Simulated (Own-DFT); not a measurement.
Si$_{2}$SnGe$_{13}$ (diamond-structure random alloy, atoms displaced) (calculated)

All values are calculated (Own-DFT development build). A calculation, not a measurement: plane-wave density functional theory by an unreviewed code, no spin, of a simulated periodic cell, stress positive in tension, run twice, with PBE and with PBEsol, both on files made for PBE, so the change isn't that of files made for PBEsol, forces on such cells moved up to 12 meV/angstrom on a denser k mesh; the far tail of each file's local potential was reset to the Coulomb form; each entry is a single point on an unrelaxed cell, so the pressure reflects the starting lattice, mostly measured values (interpolated for alloys), from which strain is counted, and rises with the displacements; printed positions are rounded, which can move forces by about a meV/angstrom; the program, named Own-DFT, is a retired in-house code; no spin-orbit coupling; stress was not checked against mesh or cutoff.

Common to all runs: functional PBE, then PBEsol; potential files PseudoDojo norm-conserving, scalar-relativistic, standard set; wave cutoff 49 hartree; occupations Fermi-Dirac; smearing width 0.1 eV; k mesh 3 x 3 x 3 centred on Gamma.

(1) Si$_{2}$SnGe$_{13}$ (diamond-structure random alloy, atoms displaced)

```
cell vectors (Å)
  11.3631     0.0000     0.0000
   0.0000    11.3631     0.0000
   0.0000     0.0000    11.3631
atoms (fractions of the cell vectors)
Ge  0.00055  0.00429  0.00756
Ge  0.99764  0.25388  0.25090
Ge  0.24841  0.00056  0.24922
Ge  0.25113  0.24898  0.99912
Ge  0.11939  0.12453  0.12807
Ge  0.12287  0.36970  0.37418
Si  0.37890  0.12877  0.37660
Ge  0.37498  0.37508  0.12573
Si  0.99544  0.99991  0.50292
Si  0.99891  0.24561  0.74826
Ge  0.25142  0.00064  0.75599
Si  0.24599  0.25429  0.50347
Ge  0.12927  0.12434  0.62487
Ge  0.12613  0.37268  0.87187
Ge  0.37565  0.12465  0.87558
Ge  0.37166  0.37448  0.62450
Sn  0.99501  0.50364  0.00031
Ge  0.99725  0.75115  0.24750
Sn  0.25126  0.50602  0.25461
Ge  0.24506  0.74704  0.99727
Ge  0.12097  0.63094  0.12086
Ge  0.12330  0.87848  0.37302
Ge  0.37166  0.63068  0.37228
Ge  0.37363  0.87235  0.12266
Ge  0.99666  0.49977  0.50269
Ge  0.00210  0.75530  0.74293
Ge  0.24796  0.49651  0.75176
Ge  0.24727  0.75026  0.49615
Si  0.12269  0.61611  0.62582
Ge  0.12278  0.87766  0.87914
Ge  0.37550  0.62328  0.87424
Ge  0.37690  0.87603  0.62143
Ge  0.49976  0.99838  0.99996
Ge  0.50000  0.24773  0.24661
Ge  0.74903  0.00223  0.24947
Ge  0.74711  0.24987  0.99861
Ge  0.62500  0.12199  0.12067
Si  0.62753  0.37719  0.37286
Ge  0.87078  0.13007  0.37171
Sn  0.87525  0.37873  0.12405
Ge  0.49949  0.00092  0.49947
Ge  0.49914  0.25269  0.74990
Ge  0.74796  0.00074  0.75141
Si  0.75660  0.24681  0.49766
Ge  0.62919  0.12537  0.62334
Ge  0.62551  0.37436  0.87415
Ge  0.87572  0.12180  0.87927
Ge  0.87188  0.37338  0.62242
Si  0.50176  0.49572  0.99708
Ge  0.49971  0.75057  0.25328
Ge  0.75180  0.50246  0.24895
Ge  0.74675  0.75251  0.99834
Ge  0.62900  0.62639  0.13061
Ge  0.62482  0.88075  0.37938
Ge  0.87680  0.63076  0.37512
Ge  0.87620  0.87819  0.12515
Sn  0.49712  0.50252  0.50123
Ge  0.49991  0.75236  0.74503
Ge  0.75029  0.49860  0.74917
Ge  0.74456  0.74855  0.50285
Ge  0.62728  0.62384  0.62494
Ge  0.61933  0.87414  0.87305
Ge  0.87859  0.62824  0.87225
Ge  0.87574  0.87741  0.62493
```

It finds PBE pressure 4.2 GPa; PBE stress xx -4.16 GPa; PBE stress yy -4.25 GPa; PBE stress zz -4.2 GPa; PBE stress yz 0.42 GPa; PBE stress xz 0 GPa; PBE stress xy -0.43 GPa; PBEsol pressure 1.36 GPa; PBEsol stress xx -1.33 GPa; PBEsol stress yy -1.4 GPa; PBEsol stress zz -1.36 GPa; PBEsol stress yz 0.39 GPa; PBEsol stress xz 0.01 GPa; PBEsol stress xy -0.41 GPa; rms change of force components from PBE to PBEsol 0.035 eV/Å.

Force:
| force element | PBE force x (eV/Å) | PBE force y (eV/Å) | PBE force z (eV/Å) | PBEsol force x (eV/Å) | PBEsol force y (eV/Å) | PBEsol force z (eV/Å) |
| --- | --- | --- | --- | --- | --- | --- |
| Ge | -0.213 | -0.518 | -0.666 | -0.212 | -0.499 | -0.637 |
| Ge | 0.732 | -1.298 | 0.665 | 0.711 | -1.262 | 0.645 |
| Ge | 0.685 | 0.423 | 0.319 | 0.622 | 0.374 | 0.28 |
| Ge | -0.327 | -0.049 | 0.283 | -0.317 | -0.042 | 0.271 |
| Ge | 0.9 | 0.704 | 0.17 | 0.866 | 0.672 | 0.158 |
| Ge | -0.301 | -0.011 | 1.256 | -0.333 | 0.024 | 1.183 |
| Si | -0.918 | 0.104 | 0.141 | -0.861 | 0.072 | 0.105 |
| Ge | 0.803 | -0.363 | -1.06 | 0.753 | -0.392 | -1.001 |
| Si | 0.43 | 0.507 | -0.64 | 0.421 | 0.492 | -0.627 |
| Si | 0.055 | 0.209 | 0.067 | 0.058 | 0.206 | 0.069 |
| Ge | -0.006 | -0.297 | -0.578 | -0.005 | -0.279 | -0.556 |
| Si | 0.627 | -0.781 | -0.622 | 0.581 | -0.732 | -0.575 |
| Ge | -0.693 | -0.045 | -0.082 | -0.645 | -0.074 | -0.041 |
| Ge | -0.194 | -0.914 | -0.365 | -0.144 | -0.852 | -0.328 |
| Ge | 0.311 | 0.169 | 0.105 | 0.295 | 0.161 | 0.103 |
| Ge | -0.902 | -0.868 | 0.721 | -0.844 | -0.801 | 0.742 |
| Sn | 2.522 | 0.923 | -2.197 | 2.458 | 0.912 | -2.138 |
| Ge | 0.347 | 0.428 | 0.179 | 0.337 | 0.415 | 0.17 |
| Sn | -1.155 | -0.818 | -1.161 | -1.121 | -0.794 | -1.129 |
| Ge | 0.644 | 0.403 | -0.063 | 0.615 | 0.395 | -0.053 |
| Ge | 0.43 | 0.824 | 0.79 | 0.415 | 0.808 | 0.764 |
| Ge | -0.588 | 0.051 | 0.465 | -0.534 | 0.013 | 0.413 |
| Ge | 0.945 | 1.732 | 0.982 | 0.916 | 1.687 | 0.956 |
| Ge | -0.11 | -0.009 | 0.134 | -0.106 | -0.006 | 0.129 |
| Ge | 0.297 | -0.039 | -0.374 | 0.247 | -0.071 | -0.394 |
| Ge | 0.385 | -0.668 | 0.324 | 0.329 | -0.615 | 0.35 |
| Ge | 0.09 | 0.425 | -0.371 | 0.119 | 0.371 | -0.323 |
| Ge | -0.497 | -0.145 | 0.798 | -0.443 | -0.115 | 0.729 |
| Si | 0.392 | 0.895 | -0.102 | 0.383 | 0.872 | -0.102 |
| Ge | -0.071 | -0.014 | -0.312 | -0.059 | -0.016 | -0.301 |
| Ge | 0.268 | -0.137 | 0.052 | 0.22 | -0.106 | 0.018 |
| Ge | -0.718 | -0.009 | 0.232 | -0.68 | -0.012 | 0.225 |
| Ge | -0.283 | -0.043 | -0.088 | -0.271 | -0.042 | -0.09 |
| Ge | 0.414 | 0.241 | 0.588 | 0.401 | 0.238 | 0.502 |
| Ge | 0.011 | -0.157 | -0.022 | 0.013 | -0.146 | -0.025 |
| Ge | -0.373 | -0.806 | -0.571 | -0.364 | -0.791 | -0.556 |
| Ge | -0.13 | 0.174 | 0.267 | -0.127 | 0.172 | 0.257 |
| Si | 0.722 | -1.166 | -0.306 | 0.68 | -1.11 | -0.336 |
| Ge | 0.757 | -0.757 | 0.57 | 0.743 | -0.74 | 0.484 |
| Sn | -1.963 | -2.134 | 1.322 | -1.912 | -2.073 | 1.295 |
| Ge | -0.162 | 0.727 | 0.005 | -0.117 | 0.659 | 0.037 |
| Ge | 0.086 | -0.422 | -0.234 | 0.084 | -0.407 | -0.221 |
| Ge | 0.245 | -0.215 | 0.153 | 0.233 | -0.21 | 0.147 |
| Si | -1.244 | 0.84 | -0.118 | -1.187 | 0.792 | -0.087 |
| Ge | -0.179 | 0.472 | -0.173 | -0.202 | 0.416 | -0.133 |
| Ge | -0.277 | 0.312 | 0.028 | -0.234 | 0.267 | -0.008 |
| Ge | 0.048 | 0.514 | -0.601 | 0.015 | 0.471 | -0.547 |
| Ge | 0.283 | -0.596 | 0.394 | 0.28 | -0.507 | 0.383 |
| Si | 0.029 | 0.517 | 0.584 | 0.026 | 0.503 | 0.572 |
| Ge | 0.259 | 0.485 | -0.292 | 0.244 | 0.463 | -0.281 |
| Ge | -0.968 | 0.591 | 1.76 | -0.912 | 0.615 | 1.67 |
| Ge | 0.34 | -0.057 | 0.008 | 0.329 | -0.056 | 0.013 |
| Ge | -0.88 | -0.199 | -0.921 | -0.816 | -0.168 | -0.862 |
| Ge | 0.045 | -0.54 | -0.487 | 0.036 | -0.525 | -0.464 |
| Ge | -0.394 | -0.413 | 0.236 | -0.383 | -0.406 | 0.22 |
| Ge | -0.578 | -0.257 | -0.03 | -0.552 | -0.246 | -0.027 |
| Sn | 0.279 | -0.403 | -0.836 | 0.232 | -0.348 | -0.772 |
| Ge | -0.11 | -0.487 | 0.223 | -0.102 | -0.464 | 0.217 |
| Ge | 0.203 | 0.23 | 0.211 | 0.195 | 0.222 | 0.198 |
| Ge | 0.769 | 0.584 | -0.29 | 0.745 | 0.565 | -0.279 |
| Ge | 0.463 | 0.644 | 1.192 | 0.448 | 0.632 | 1.151 |
| Ge | 0.335 | 0.134 | 0.027 | 0.326 | 0.132 | 0.027 |
| Ge | -1.423 | 1.3 | -1.359 | -1.383 | 1.255 | -1.313 |
| Ge | -0.496 | 0.073 | -0.328 | -0.513 | 0.032 | -0.276 |

(2) Si$_{2}$SnGe$_{13}$ (diamond-structure random alloy, atoms displaced)

```
cell vectors (Å)
  11.3631     0.0000     0.0000
   0.0000    11.3631     0.0000
   0.0000     0.0000    11.3631
atoms (fractions of the cell vectors)
Ge  0.00098  0.99952  0.00099
Ge  0.99490  0.24634  0.24849
Ge  0.25250  0.99945  0.25170
Ge  0.24987  0.25037  0.99513
Ge  0.12037  0.12776  0.12248
Si  0.12521  0.37460  0.37159
Ge  0.37687  0.12160  0.37518
Ge  0.37294  0.37363  0.12193
Ge  0.00321  0.00316  0.50103
Sn  0.99515  0.24918  0.74450
Ge  0.25085  0.00005  0.75303
Ge  0.25374  0.24327  0.49883
Ge  0.12096  0.12670  0.62665
Ge  0.12389  0.37776  0.87567
Sn  0.37895  0.12638  0.86768
Ge  0.37123  0.37582  0.62382
Ge  0.00201  0.49721  0.00246
Ge  0.99916  0.75355  0.25284
Ge  0.24790  0.49966  0.24928
Ge  0.24830  0.75107  0.00202
Ge  0.12651  0.62422  0.12321
Ge  0.12380  0.87325  0.37313
Ge  0.37485  0.62406  0.37554
Ge  0.37008  0.87191  0.12439
Si  0.00197  0.49802  0.49264
Si  0.99624  0.74650  0.74881
Ge  0.24611  0.50430  0.74349
Ge  0.25466  0.74909  0.49560
Ge  0.12151  0.62516  0.62806
Ge  0.12532  0.87666  0.87321
Ge  0.37928  0.62802  0.87642
Ge  0.37481  0.87685  0.62707
Sn  0.50275  0.99806  0.00303
Ge  0.49721  0.25122  0.24917
Ge  0.75161  0.00048  0.25081
Ge  0.75369  0.24931  0.00257
Ge  0.62728  0.12732  0.12537
Ge  0.62131  0.37273  0.37570
Ge  0.87185  0.12499  0.37791
Ge  0.86952  0.37734  0.12727
Ge  0.50171  0.99607  0.50033
Ge  0.50092  0.25121  0.75426
Ge  0.75193  0.00329  0.74902
Ge  0.74739  0.24726  0.50015
Ge  0.62099  0.12989  0.62536
Ge  0.62560  0.37287  0.87262
Ge  0.87160  0.12431  0.87918
Si  0.87426  0.36996  0.62289
Ge  0.49801  0.49882  0.99990
Ge  0.50012  0.75567  0.25020
Sn  0.75244  0.49729  0.25248
Si  0.75347  0.75026  0.00077
Ge  0.62527  0.62386  0.12003
Ge  0.62313  0.87459  0.37433
Ge  0.87305  0.62225  0.37432
Ge  0.87312  0.87187  0.12262
Ge  0.49677  0.49516  0.49958
Ge  0.50046  0.74811  0.74896
Ge  0.75400  0.49856  0.74963
Si  0.75509  0.74704  0.50051
Ge  0.62489  0.61810  0.63007
Ge  0.62097  0.87134  0.87649
Si  0.87617  0.62559  0.87745
Si  0.87176  0.87504  0.62692
```

Results for Si$_{2}$SnGe$_{13}$ (diamond-structure random alloy, atoms displaced): PBE pressure 4.27 GPa; PBE stress xx -4.27 GPa; PBE stress yy -4.29 GPa; PBE stress zz -4.26 GPa; PBE stress yz -0.66 GPa; PBE stress xz 0.14 GPa; PBE stress xy -0.02 GPa; PBEsol pressure 1.44 GPa; PBEsol stress xx -1.43 GPa; PBEsol stress yy -1.46 GPa; PBEsol stress zz -1.42 GPa; PBEsol stress yz -0.62 GPa; PBEsol stress xz 0.13 GPa; PBEsol stress xy -0.01 GPa; rms change of force components from PBE to PBEsol 0.036 eV/Å.

Force:
| force element | PBE force x (eV/Å) | PBE force y (eV/Å) | PBE force z (eV/Å) | PBEsol force x (eV/Å) | PBEsol force y (eV/Å) | PBEsol force z (eV/Å) |
| --- | --- | --- | --- | --- | --- | --- |
| Ge | -0.294 | -0.177 | -0.193 | -0.282 | -0.164 | -0.187 |
| Ge | 0.318 | 0.741 | 0.384 | 0.277 | 0.689 | 0.338 |
| Ge | -0.686 | 0.122 | -0.418 | -0.657 | 0.107 | -0.403 |
| Ge | -0.916 | 0.633 | 0.842 | -0.889 | 0.626 | 0.817 |
| Ge | 0.759 | -0.259 | 0.319 | 0.721 | -0.255 | 0.304 |
| Si | -0.16 | -0.382 | 0.293 | -0.117 | -0.413 | 0.245 |
| Ge | 0.271 | -0.05 | -0.1 | 0.255 | -0.049 | -0.092 |
| Ge | -0.173 | 0.131 | 0.282 | -0.165 | 0.13 | 0.27 |
| Ge | -0.651 | -0.866 | 0.12 | -0.603 | -0.8 | 0.092 |
| Sn | -0.001 | 0.436 | 1.512 | 0.053 | 0.366 | 1.519 |
| Ge | -1.345 | -0.826 | -1.567 | -1.301 | -0.803 | -1.519 |
| Ge | -0.799 | 0.733 | -0.146 | -0.741 | 0.684 | -0.11 |
| Ge | 1.915 | -1.418 | -1.119 | 1.856 | -1.383 | -1.095 |
| Ge | 0.693 | 0.445 | 0.025 | 0.674 | 0.43 | 0.036 |
| Sn | -1.256 | 0.215 | 0.629 | -1.227 | 0.213 | 0.61 |
| Ge | 0.159 | -0.377 | 0.232 | 0.157 | -0.363 | 0.218 |
| Ge | -0.614 | 0.505 | -0.247 | -0.56 | 0.458 | -0.213 |
| Ge | -0.13 | -0.75 | -0.541 | -0.124 | -0.722 | -0.527 |
| Ge | 0.117 | -0.227 | 0.156 | 0.149 | -0.185 | 0.112 |
| Ge | -0.029 | -0.278 | -0.613 | -0.019 | -0.264 | -0.587 |
| Ge | -0.467 | 0.265 | 0.46 | -0.447 | 0.253 | 0.444 |
| Ge | 0.373 | 0.489 | 0.433 | 0.363 | 0.476 | 0.413 |
| Ge | 0.42 | -0.157 | -0.483 | 0.399 | -0.145 | -0.462 |
| Ge | -0.377 | -0.257 | 1 | -0.365 | -0.251 | 0.977 |
| Si | -0.16 | -0.393 | 0.768 | -0.166 | -0.314 | 0.758 |
| Si | -0.318 | 0.55 | 0.302 | -0.228 | 0.537 | 0.29 |
| Ge | 0.571 | -0.247 | 1.141 | 0.549 | -0.241 | 1.099 |
| Ge | -0.717 | 0.163 | 0.773 | -0.687 | 0.157 | 0.744 |
| Ge | -0.489 | 0.321 | -1.224 | -0.401 | 0.294 | -1.182 |
| Ge | -0.534 | -0.687 | -0.117 | -0.481 | -0.629 | -0.076 |
| Ge | -0.821 | -0.322 | -0.262 | -0.79 | -0.308 | -0.254 |
| Ge | -0.1 | -0.363 | -0.245 | -0.093 | -0.352 | -0.242 |
| Sn | 0.243 | -0.607 | 1.018 | 0.24 | -0.595 | 0.98 |
| Ge | 0.123 | -0.241 | -0.056 | 0.127 | -0.232 | -0.053 |
| Ge | -0.208 | -0.125 | -0.106 | -0.204 | -0.114 | -0.101 |
| Ge | -0.612 | 0.301 | -0.216 | -0.594 | 0.288 | -0.208 |
| Ge | 0.741 | 0.742 | 1.152 | 0.723 | 0.719 | 1.118 |
| Ge | -0.59 | -0.791 | 0.727 | -0.577 | -0.772 | 0.706 |
| Ge | 0.359 | -0.265 | -0.08 | 0.346 | -0.256 | -0.086 |
| Ge | 1.99 | -1.535 | -1.484 | 1.932 | -1.503 | -1.441 |
| Ge | -0.066 | 0.437 | 0.256 | -0.069 | 0.427 | 0.244 |
| Ge | 1.022 | 1.822 | -2.134 | 1.001 | 1.763 | -2.071 |
| Ge | -0.634 | -0.606 | 0.078 | -0.644 | -0.543 | 0.114 |
| Ge | 0.033 | 0.595 | 0.206 | -0.002 | 0.539 | 0.17 |
| Ge | 0.247 | -0.616 | 0.018 | 0.245 | -0.594 | 0.016 |
| Ge | 0.423 | 0.35 | 0.585 | 0.402 | 0.333 | 0.563 |
| Ge | -0.114 | -0.803 | 0.408 | -0.117 | -0.779 | 0.396 |
| Si | -0.948 | 1.996 | -1.827 | -0.971 | 1.927 | -1.765 |
| Ge | 0.283 | -0.126 | -0.269 | 0.276 | -0.12 | -0.26 |
| Ge | -0.201 | -0.951 | -0.339 | -0.201 | -0.914 | -0.326 |
| Sn | -1.659 | 0.604 | 0.022 | -1.606 | 0.583 | 0.014 |
| Si | -0.394 | -0.489 | -0.723 | -0.426 | -0.439 | -0.667 |
| Ge | -0.394 | 1.106 | -0.256 | -0.417 | 1.04 | -0.219 |
| Ge | 1.037 | -0.308 | 0.463 | 0.963 | -0.267 | 0.414 |
| Ge | 1.598 | 1.43 | 1.558 | 1.55 | 1.384 | 1.444 |
| Ge | 0.122 | 0.254 | 0.201 | 0.158 | 0.287 | 0.238 |
| Ge | 0.236 | 0.437 | 0.178 | 0.225 | 0.417 | 0.176 |
| Ge | 0.088 | 0.111 | -0.084 | 0.084 | 0.106 | -0.066 |
| Ge | 0.488 | -0.183 | 0.249 | 0.395 | -0.182 | 0.241 |
| Si | -0.637 | 0.258 | 0.422 | -0.66 | 0.212 | 0.368 |
| Ge | 0.231 | 0.614 | -1.004 | 0.194 | 0.567 | -0.94 |
| Ge | 2.018 | -0.942 | -1.06 | 1.918 | -0.884 | -1.054 |
| Si | 0.088 | 0.127 | 0.032 | 0.085 | 0.044 | 0.037 |
| Si | 0.526 | -0.31 | -0.332 | 0.514 | -0.22 | -0.32 |
